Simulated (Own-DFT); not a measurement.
# Around an empty site: 2H SiC, 71 atoms (C35Si36), with one C vacancy

All numbers below are calculated, not measured. They come from Own-DFT, an in-house plane-wave density functional program, since retired, whose code no person has reviewed. Each row is one single-point run on a periodic cell that was not relaxed, without spin or spin-orbit coupling.

Settings of every run: PBE; PseudoDojo norm-conserving scalar-relativistic files; cutoff 42 hartree; 4 x 4 x 3 k mesh centred on Gamma; Fermi-Dirac smearing of 0.1 eV.

Known limits: not probed for a lower state with spin; forces on such cells moved up to 12 meV/angstrom on a denser k mesh; stress not checked against mesh or cutoff.

Cell vectors in Å: (9.248, 0.000, 0.000); (-4.624, 8.009, 0.000); (0.000, 0.000, 10.068). Every atom was also moved at random, by a Gaussian of width 0.03 Å on each axis. The defect's site can differ from row to row. The empty site has 4 nearest neighbours, all Si. For each, d is its distance from the empty site and R the part of its force along the line away from it, positive outwards. The last column is the rms force component on atoms over 4.5 Å away.

| run | d1 (Å) | d2 (Å) | d3 (Å) | d4 (Å) | R1 (eV/Å) | R2 (eV/Å) | R3 (eV/Å) | R4 (eV/Å) | far F (eV/Å) |
|---|---|---|---|---|---|---|---|---|---|
| 1 | 1.830 | 1.847 | 1.860 | 1.864 | 0.30 | -0.29 | -0.36 | 0.03 | 0.77 |
| 2 | 1.848 | 1.857 | 1.882 | 1.897 | -0.11 | 0.42 | -0.41 | -0.45 | 0.96 |
| 3 | 1.864 | 1.885 | 1.904 | 1.955 | -0.37 | -0.40 | -0.71 | -1.08 | 0.65 |
| 4 | 1.820 | 1.841 | 1.892 | 1.922 | 0.10 | -0.28 | -0.32 | -0.52 | 0.82 |
| 5 | 1.855 | 1.882 | 1.891 | 1.915 | -0.32 | -0.54 | -0.65 | -1.66 | 0.71 |
| 6 | 1.846 | 1.904 | 1.908 | 1.913 | -0.15 | -0.52 | -0.95 | -0.51 | 0.93 |
| 7 | 1.853 | 1.905 | 1.907 | 1.918 | 0.18 | -0.57 | -0.97 | -0.94 | 0.86 |
| 8 | 1.865 | 1.889 | 1.894 | 1.930 | -0.39 | -0.61 | -0.58 | -0.52 | 0.91 |
| 9 | 1.867 | 1.884 | 1.886 | 1.933 | ? | ? | ? | ? | ? |

## Worked fit

A straight line through the 32 neighbours shown gives R = -0.44 - 10.0 (d - 1.883) eV/Å, with a scatter of 0.27 left by the moves of the other atoms. The slope, with an error of 1.5, is the pull back towards the neighbour's own site. The constant, -0.44 ± 0.05 eV/Å, is the force at the mean distance: with one bond gone, the neighbours are pushed inwards, towards the empty site. It shows how a relaxation would start, not where it would end, and it depends somewhat on the width of the random moves.

## Withheld run

Question: what mean R should the neighbours of run 9 feel? Their mean d is 1.892 Å.

The line gives -0.54 ± 0.14 eV/Å, by the scatter of the means of the runs shown. The calculation gave R = -0.15, -0.53, -0.50, -0.66, a mean of -0.46 eV/Å.
